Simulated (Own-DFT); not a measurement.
# How much smaller does PBEsol make it? C40 NbSi2, 36 atoms (Nb12Si24)

Source: density functional calculations with Own-DFT, an unreviewed in-house program that is no longer used. Nothing was measured or relaxed, and spin and spin-orbit coupling are left out.

Caveats: forces on such cells failed a check on a denser k mesh; stress not checked against mesh or cutoff.

Each geometry was run with PBE and with PBEsol, otherwise alike: PseudoDojo norm-conserving scalar-relativistic files made for PBE; cutoff 42 hartree; 4 x 4 x 5 k mesh centred on Gamma; cold (Marzari-Vanderbilt) smearing of 0.2 eV. Unstrained cell vectors in Å: (0.000, 8.324, 0.000); (-9.613, 0.000, 0.000); (0.000, 0.000, 6.586). Each has a uniform strain, of which the change of volume is shown, and random moves of rms u per axis.

```
run,volume change (%),u (Å),P with PBE (GPa),P with PBEsol (GPa)
1,-0.69,0.0513,4.97,1.29
2,1.26,0.0525,0.65,-2.96
3,-0.56,0.0494,4.22,0.53
4,-1.92,0.0482,6.63,2.88
5,-1.82,0.0451,5.61,1.87
6,-3.61,0.0457,9.47,5.65
7,0.17,0.0519,2.62,-1.02
8,-1.79,0.0486,5.87,2.13
9,-1.50,0.0502,5.29,1.55
10,-1.43,0.0506,5.24,1.53
11,-3.08,0.0480,8.97,?
```

Question: by how much does PBEsol shrink this cell, and what belongs in the blank?

## Worked answer

Write v for the change of volume as a fraction. Fitted to v and u², the PBE pressure has a slope of -188 ± 18 GPa in v, with the ions held to the strained lattice. The difference PBEsol less PBE is -3.66 + 4.5 v GPa (slope ± 0.2) and averages -3.71 GPa. Divided by the mean slope of the two, 186 GPa, that makes PBEsol's volume at a given pressure, near 3 GPa, about 2.0 % smaller, or 0.67 % in lengths. At one volume PBEsol's slope is the smaller by 4 GPa, but its pressure there is lower too. If stiffness rises by about 4 GPa for each GPa, PBEsol at equal pressure is stiffer by about 10 GPa. Files made for PBEsol would give a different shift.

For run 11 the line gives 5.18 GPa. DFT gave 5.17 GPa.
